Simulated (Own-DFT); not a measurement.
# Device materials side by side: how hard are they to compress?

No measurement is shown. These are fixed-geometry runs of a retired plane-wave code named Own-DFT, which no person has reviewed; spin and spin-orbit coupling are neglected.

Keep in mind (not all hold for every row): forces on such cells moved up to 12 meV/angstrom on a denser k mesh; forces not confirmed at this smearing and k mesh; k mesh not checked against a denser one; forces on such cells passed a denser k mesh, each cell not checked; stress not checked against mesh or cutoff.

All runs are PBE with PseudoDojo norm-conserving files; cutoff and k mesh are each material's own. Every cell starts from measured lattice constants and was given uniform random strains and small random moves of its atoms. Each triple is the change of volume in per cent, the rms move u in Å and the pressure in GPa.

- 4H SiC (C36Si36), 10.36 Å³/atom unstrained: (-3.16, 0.050, 13.67); (-2.50, 0.057, 12.66); (-2.43, 0.050, 10.95); (-1.68, 0.051, 9.62); (-1.54, 0.048, 8.76); (-0.31, 0.049, 6.11); (2.27, 0.051, 0.47)
- wurtzite AlN (Al64N64), 10.45 Å³/atom unstrained: (-1.08, 0.048, 7.97); (-0.06, 0.051, 6.33); (-0.04, 0.051, 5.81); (0.42, 0.047, 4.51); (1.06, 0.052, 3.35); (2.29, 0.049, 1.27); (3.48, 0.050, -1.13)
- wurtzite GaN (Ga48N48), 11.42 Å³/atom unstrained: withheld
- diamond silicon (Si64), 20.02 Å³/atom unstrained: (-2.87, 0.049, 5.56); (-1.58, 0.047, 4.27); (-0.47, 0.049, 3.33); (0.98, 0.050, 1.68); (1.11, 0.045, 1.53); (2.85, 0.048, 0.06); (3.08, 0.052, -0.15)
- zincblende GaAs (As32Ga32), 22.58 Å³/atom unstrained: (-1.97, 0.050, 5.69); (-1.38, 0.049, 5.09); (0.37, 0.049, 3.96); (0.78, 0.052, 3.61); (0.85, 0.052, 3.43); (1.65, 0.047, 2.81); (2.65, 0.051, 2.30)
- grey tin (Sn64), 34.15 Å³/atom unstrained: (-3.35, 0.050, 5.71); (-1.56, 0.049, 4.47); (-1.25, 0.049, 4.39); (0.18, 0.045, 3.67); (0.64, 0.052, 3.41); (0.84, 0.047, 3.19); (1.06, 0.051, 3.29)

## What the rows give

Fit a line to each set against the fractional change of volume; B is minus its slope, and u is nearly the same within a set. To take it to zero pressure, assume that B rises by 4 GPa for each GPa: B0 = B - 4 x (mean pressure). The bond length of an ideal tetrahedral crystal with the unstrained volume v is d = (√3/4)(8 v)^(1/3). Cohen's empirical rule reads B0 = (1971 - 220 L) d^(-3.5) GPa, with L = 0 for group IV crystals and SiC and 1 for III-V compounds.

| material | L | d (Å) | B (GPa) | mean P (GPa) | B0 (GPa) | rule (GPa) |
|---|---|---|---|---|---|---|
| 4H SiC (C36Si36) | 0 | 1.888 | 243 ± 14 | 8.9 | 207 ± 14 | 213 |
| wurtzite AlN (Al64N64) | 1 | 1.893 | 200 ± 8 | 4.0 | 184 ± 8 | 188 |
| wurtzite GaN (Ga48N48) | 1 | 1.950 | ? | ? | ? | 169 |
| diamond silicon (Si64) | 0 | 2.352 | 97 ± 2 | 2.3 | 88 ± 2 | 99 |
| zincblende GaAs (As32Ga32) | 1 | 2.448 | 74 ± 3 | 3.8 | 58 ± 3 | 76 |
| grey tin (Sn64) | 0 | 2.810 | 55 ± 3 | 4.0 | 39 ± 3 | 53 |

A line through ln[B0/(1971 - 220 L)] against ln d has a slope of -4.2 ± 0.1 and a scatter of 5 %. Against the rule, B0 stands at 97 % for 4H SiC, 98 % for wurtzite AlN, 89 % for diamond silicon, 77 % for zincblende GaAs, 74 % for grey tin. PBE tends to make silicon and heavier crystals too soft, and the rule itself is only a guide.

## Withheld run

Q: what B0 does the fitted trend give for wurtzite GaN (Ga48N48)?

From the line: 162 GPa. Its own runs give B = 212 ± 10 GPa at a mean pressure of 9.4 GPa, so B0 = 175 GPa.
